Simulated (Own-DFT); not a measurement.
# Computed records: SiC (2H silicon carbide, atoms displaced)

All values are calculated (Own-DFT development build). A calculation, not a measurement: plane-wave PBE density functional theory by an unreviewed code, no spin, of a simulated periodic cell, stress positive in tension, free energy of the whole cell less one offset for each atom, forces on such cells passed a denser k mesh, this cell's mesh not checked; offsets are fitted by least squares, one for each functional and potential file, so energies compare only between cells with the same atoms and settings and are not formation energies; the far tail of each file's local potential was reset to the Coulomb form; each entry is a single point on an unrelaxed cell, so the pressure reflects the starting lattice, mostly measured values (interpolated for alloys), from which strain is counted, and rises with the displacements; printed positions are rounded, which can move forces by about a meV/angstrom; the program, named Own-DFT, is a retired in-house code; no spin-orbit coupling.

Common to all runs: functional PBE; potential files PseudoDojo norm-conserving, scalar-relativistic, standard set; wave cutoff 42 hartree; occupations Fermi-Dirac; smearing width 0.1 eV; hardware one NVIDIA H100; k mesh 4 x 4 x 3 centred on Gamma.

(1) SiC (2H silicon carbide, atoms displaced)

```
SiC
1.0
      9.2481     0.0000     0.0000
     -4.6241     8.0091     0.0000
      0.0000     0.0000    10.0681
Si C Si C Si C Si C Si C Si C Si C Si C Si C Si C Si C Si C Si C Si C Si C Si C Si C Si C
2 2 2 2 2 2 2 2 2 2 2 2 2 2 2 2 2 2 2 2 2 2 2 2 2 2 2 2 2 2 2 2 2 2 2 2
Direct
  0.00105 0.99322 0.99702
  0.11099 0.21720 0.25668
  0.00099 0.99612 0.17719
  0.10613 0.21820 0.43828
  0.99642 0.01005 0.50632
  0.10386 0.21501 0.75064
  0.99454 0.99206 0.68473
  0.10918 0.20579 0.93982
  0.99191 0.33106 0.00679
  0.11344 0.55562 0.24239
  0.00119 0.33281 0.17946
  0.10817 0.56186 0.43614
  0.00185 0.33443 0.50455
  0.12881 0.55916 0.75134
  0.01402 0.33895 0.69329
  0.11513 0.55713 0.94624
  0.00128 0.66218 0.00508
  0.11355 0.89713 0.26385
  0.99671 0.66489 0.18763
  0.12397 0.89646 0.43502
  0.00978 0.66983 0.49823
  0.10967 0.90520 0.74743
  0.00813 0.66556 0.68989
  0.10813 0.88901 0.93762
  0.32493 0.99537 0.99210
  0.44046 0.21730 0.24619
  0.32918 0.99427 0.17742
  0.44035 0.21208 0.42901
  0.33234 0.99815 0.49668
  0.44437 0.22824 0.74509
  0.32855 0.00201 0.68976
  0.44300 0.21692 0.94728
  0.33527 0.33175 0.99908
  0.44428 0.55635 0.24784
  0.32633 0.34255 0.19018
  0.44248 0.54735 0.42863
  0.34703 0.33121 0.49737
  0.43839 0.55774 0.75282
  0.35073 0.35096 0.68852
  0.44455 0.55009 0.93610
  0.32639 0.65926 0.00822
  0.43522 0.88618 0.25874
  0.33142 0.67222 0.18573
  0.44732 0.89357 0.44797
  0.33288 0.66124 0.49650
  0.44045 0.88482 0.75192
  0.33485 0.66482 0.69480
  0.44106 0.89005 0.93462
  0.66444 0.99353 0.99601
  0.78414 0.22446 0.24876
  0.67432 0.01109 0.19628
  0.78798 0.21810 0.44284
  0.66892 0.00200 0.50068
  0.77004 0.22223 0.74977
  0.65120 0.99759 0.68819
  0.76506 0.21809 0.94075
  0.67019 0.32474 0.00544
  0.77470 0.56568 0.25505
  0.67781 0.33976 0.18858
  0.77737 0.54502 0.43383
  0.66239 0.32537 0.50397
  0.78354 0.54744 0.74685
  0.67252 0.33355 0.69672
  0.78109 0.55296 0.93979
  0.67235 0.66774 0.00067
  0.79704 0.90275 0.24672
  0.65362 0.65734 0.19274
  0.77898 0.88988 0.44584
  0.64761 0.66531 0.51251
  0.77779 0.88975 0.75001
  0.66578 0.66356 0.69543
  0.76425 0.86585 0.93456
```

| Property | Result |
| --- | --- |
| free energy of cell above offsets | -4.561 eV |
| pressure | 5.81 GPa |
| stress xx | -4.66 GPa |
| stress yy | -5.04 GPa |
| stress zz | -7.73 GPa |
| stress yz | 0.52 GPa |
| stress xz | -0.1 GPa |
| stress xy | 0.19 GPa |
| wall time | 361.2 s |

Force:
```tsv
element	x (eV/Å)	y (eV/Å)	z (eV/Å)
Si	-1.164	-0.665	-0.279
Si	-0.885	0.717	-2.327
C	0.962	1.083	2.606
C	1.057	1.443	0.846
Si	1.343	-2.154	-1.466
Si	1.746	0.851	0.738
C	-1.776	2.299	0.524
C	-1.494	2.292	-0.864
Si	1.191	-0.638	-3.355
Si	-1.451	-0.195	1.124
C	0.593	-0.222	3.769
C	2.81	-1.718	-0.7
Si	0.321	0.95	-0.235
Si	-3.509	-0.612	1.512
C	-1.947	-0.985	-0.542
C	-0.433	-1.335	-1.361
Si	-1.027	0.872	-1.015
Si	0.769	-1.568	-5.195
C	-0.072	1.122	1.338
C	-2.641	-0.829	2.797
Si	-2.699	0.055	0.847
Si	2.883	-3.795	1.315
C	-0.236	0.782	-0.501
C	0.32	-1.234	-1.034
Si	0.941	0.239	0.802
Si	0.724	1.003	-1.709
C	-0.393	0.566	2.375
C	0.843	0.773	1.637
Si	0.437	0.547	1.873
Si	0.926	-0.638	2.347
C	0.46	0.587	-0.926
C	0.077	0.967	-1.751
Si	-0.475	-0.431	0.495
Si	-1.482	0.226	-0.262
C	1.662	-2.016	-0.422
C	-1.015	0.778	2.037
Si	-2.27	-0.08	0.278
Si	2.447	0.681	1.048
C	-1.413	-3.136	-1.393
C	-0.78	0.564	1.275
Si	1.674	1.45	-2.215
Si	1.345	1.353	-1.423
C	1.147	-0.381	1.988
C	0.219	-1.521	-1.378
Si	-0.575	0.238	0.666
Si	-1.293	0.497	0.072
C	0.733	1.315	-2.552
C	0.485	-1.283	1.016
Si	-0.607	0.007	1.271
Si	-0.661	1.227	0.992
C	-0.155	-2.738	-1.514
C	-1.874	0.725	-0.483
Si	0.186	-0.229	0.261
Si	2.513	-0.865	1.129
C	2.782	0.756	0.033
C	3.569	-1.018	-1.395
Si	-3.013	1.985	0.159
Si	1.629	-1.982	-1.095
C	-1.395	-0.649	0.982
C	-0.941	1.425	2.593
Si	1.214	0.784	-1.172
Si	-0.621	2.516	1.503
C	-2.05	-0.576	-2.523
C	0.148	-0.605	-0.31
Si	-0.484	-3.927	0.834
Si	-3.35	-2.388	1.381
C	1.695	3.174	-1.502
C	-0.054	-0.555	-1.048
Si	3.576	0.081	-1.821
Si	-1.313	-1.199	-0.127
C	-0.297	0.095	-0.539
C	0.415	5.143	-0.032
```

(2) SiC (2H silicon carbide, atoms displaced)

```
SiC
1.0
      9.2481     0.0000     0.0000
     -4.6241     8.0091     0.0000
      0.0000     0.0000    10.0681
Si C Si C Si C Si C Si C Si C Si C Si C Si C Si C Si C Si C Si C Si C Si C Si C Si C Si C
2 2 2 2 2 2 2 2 2 2 2 2 2 2 2 2 2 2 2 2 2 2 2 2 2 2 2 2 2 2 2 2 2 2 2 2
Direct
  0.99759 0.99743 0.00043
  0.11343 0.22401 0.25004
  0.99929 0.99623 0.18530
  0.12041 0.22266 0.43222
  0.99013 0.98423 0.49777
  0.09720 0.21989 0.75776
  0.99043 0.99506 0.69575
  0.10576 0.22855 0.93664
  0.99000 0.34024 0.00014
  0.10972 0.55539 0.23942
  0.99031 0.32022 0.17891
  0.10346 0.54995 0.43672
  0.99411 0.33217 0.49893
  0.13087 0.56512 0.74454
  0.00232 0.33838 0.68702
  0.10440 0.54805 0.94059
  0.00128 0.65710 0.00043
  0.11011 0.89451 0.24660
  0.99795 0.65804 0.18554
  0.12261 0.89538 0.44171
  0.00112 0.65712 0.50730
  0.09958 0.89278 0.75521
  0.99923 0.65704 0.68265
  0.10799 0.89398 0.92747
  0.33122 0.01490 0.00443
  0.44433 0.21886 0.25311
  0.33938 0.00050 0.18373
  0.45130 0.22822 0.43959
  0.32758 0.99511 0.49763
  0.43736 0.21836 0.74873
  0.33669 0.99574 0.67901
  0.43714 0.21494 0.94203
  0.33692 0.34757 0.00690
  0.44582 0.55203 0.24723
  0.34028 0.33528 0.18793
  0.42803 0.54388 0.44537
  0.33249 0.32904 0.50343
  0.43713 0.54464 0.73978
  0.34117 0.33343 0.68220
  0.43453 0.54293 0.93292
  0.34112 0.67200 0.99905
  0.44691 0.88724 0.24119
  0.32921 0.67612 0.17625
  0.45015 0.89308 0.44262
  0.33608 0.65793 0.50558
  0.43940 0.88955 0.73660
  0.34196 0.67346 0.68601
  0.46670 0.89737 0.93486
  0.65324 0.98231 0.99597
  0.78318 0.20806 0.24587
  0.66504 0.00042 0.18274
  0.77779 0.21921 0.43526
  0.67071 0.00159 0.50618
  0.79668 0.22754 0.74657
  0.67529 0.00447 0.68028
  0.78203 0.22553 0.93223
  0.66595 0.33673 0.00394
  0.77471 0.55333 0.25526
  0.66265 0.34125 0.18197
  0.78254 0.54975 0.43631
  0.67559 0.33609 0.51141
  0.78411 0.55948 0.75660
  0.66371 0.33443 0.68024
  0.78240 0.56431 0.93214
  0.67037 0.66438 0.00306
  0.77253 0.87854 0.26632
  0.66314 0.66151 0.18192
  0.77454 0.87588 0.43524
  0.67186 0.68048 0.49440
  0.78580 0.88236 0.75359
  0.67752 0.68577 0.68132
  0.77800 0.88509 0.94914
```

| Quantity | Value |
| --- | --- |
| free energy of cell above offsets | -1.418 eV |
| pressure | 7.53 GPa |
| stress xx | -4.71 GPa |
| stress yy | -5.96 GPa |
| stress zz | -11.92 GPa |
| stress yz | 0.28 GPa |
| stress xz | -0.66 GPa |
| stress xy | -0.96 GPa |
| wall time | 368.3 s |

Force:
```tsv
element	x (eV/Å)	y (eV/Å)	z (eV/Å)
Si	-0.379	1.236	-0.088
Si	0.246	-0.486	-1.087
C	-0.828	0.508	1.176
C	-2.29	-1.278	1.603
Si	1.546	2.57	0.757
Si	2.075	0.405	-1.441
C	1.378	2.051	-2.442
C	0.675	-0.497	1.747
Si	2.065	-2.563	-0.794
Si	0.345	-1.138	1.827
C	1.559	2.026	1.7
C	1.829	0.479	-0.552
Si	1.814	-0.382	-0.698
Si	-2.973	-1.515	1.49
C	1.983	0.979	-1.011
C	1.791	2.761	-1.8
Si	-1.483	2.146	-0.586
Si	1.845	-1.481	0.717
C	-1.458	1.702	0.137
C	-2.908	-2.731	-1.497
Si	-0.812	1.495	-2.789
Si	3.245	-1.313	-3.189
C	0.069	1.579	2.873
C	1.325	-0.884	4.03
Si	1.339	-3.579	-1.257
Si	0.664	0.835	-0.083
C	-1.552	-0.011	1.268
C	0.159	-0.968	-0.001
Si	2.598	2.258	-0.017
Si	1.928	-0.365	0.282
C	-2.977	0.821	1.711
C	-0.135	3.865	-1.629
Si	-0.146	-4.173	-1.27
Si	-1.425	0.576	0.932
C	-1.335	-0.496	0.548
C	3.015	1.637	-2.19
Si	0.741	-0.811	-1.394
Si	1.659	2.431	1.601
C	-2.305	-1.346	1.278
C	0.938	3.656	-0.558
Si	-0.683	-0.38	-2.117
Si	-0.453	0.843	2.17
C	1.746	-2.039	2.212
C	0.109	-1.614	-1.405
Si	-2.83	1.903	-2.108
Si	2.989	1.461	2.41
C	0.514	-1.352	0.349
C	-7.74	-3.694	-2.942
Si	5.548	5.221	1.876
Si	-3.083	2.078	0.733
C	1.022	-1.978	0.744
C	0.324	-0.392	0.046
Si	-0.613	0.039	-2.333
Si	-4.273	-1.09	0.737
C	0.287	-0.369	2.938
C	-1.601	-0.957	0.608
Si	0.276	-0.751	-2.267
Si	0.821	-0.373	-1.286
C	1.466	-1.463	1.878
C	-1.275	1.492	0.999
Si	-1.244	-0.732	-4.6
Si	-0.81	-0.825	-3.453
C	0.769	0.17	5.012
C	0.272	-1.369	2.254
Si	-1.091	-0.045	-1.716
Si	-0.137	1.099	-6.669
C	0.259	0.609	2.881
C	-0.685	4.222	1.5
Si	0.425	-6.523	2.286
Si	-3.953	1.502	1.683
C	0.024	-4.308	0.354
C	-0.207	-0.386	-2.077
```
